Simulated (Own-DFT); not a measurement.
# Which defects push the lattice out? diamond silicon

The numbers are computed, not measured, by runs of the plane-wave DFT program Own-DFT (in-house, retired, unreviewed) at fixed positions, with no spin and no spin-orbit coupling.

Settings: PBE; PseudoDojo norm-conserving scalar-relativistic files; cutoff 20 hartree; 3 x 3 x 3 k mesh centred on Gamma; Fermi-Dirac smearing of 0.1 eV.

Limits (not all hold for every row): not probed for a lower state with spin; forces not confirmed at this smearing and k mesh; k mesh not checked against a denser one; stress not checked against mesh or cutoff.

All runs share one cell, with vectors in Å (10.862, 0.000, 0.000); (0.000, 10.862, 0.000); (0.000, 0.000, 10.862) and a volume of 1281.5 Å³. Atoms were moved at random from their sites; u is the rms move along one axis. The defect's site can differ from row to row.

| cell | formula | u (Å) | P (GPa) |
|---|---|---|---|
| no defect | Si64 | 0.0171 | 1.98 |
| no defect | Si64 | 0.0203 | 2.03 |
| no defect | Si64 | 0.0229 | 2.05 |
| one added Si | Si65 | 0.0271 | 2.92 |
| one added Si | Si65 | 0.0281 | 2.89 |
| one added Si | Si65 | 0.0525 | 3.45 |
| one Si vacancy | Si63 | 0.0302 | 1.69 |
| one Si vacancy | Si63 | 0.0313 | ? |
| one Si vacancy | Si63 | 0.0482 | 2.08 |
| one Si vacancy | Si63 | 0.0499 | 2.12 |

## Worked fit

P = P0 + c u² + a shift for each defect gives P0 = 1.91 GPa, c = 272 ± 7 GPa/Å² and a scatter of 0.01 GPa. The shifts, and each times the cell's volume:

- one added Si: 0.79 ± 0.01 GPa, 6.3 eV
- one Si vacancy: -0.47 ± 0.02 GPa, -3.7 eV

Against the defect-free cell, a freed cell would be larger where the shift is positive and smaller where it is negative (160.2 GPa Å³ is 1 eV). The atoms around the defects weren't relaxed, which would change these numbers.

## Prediction

Question: what pressure belongs in the blank (one Si vacancy, u = 0.0313 Å)?

Estimate: 1.71 ± 0.02 GPa. The run itself gave 1.74 GPa.
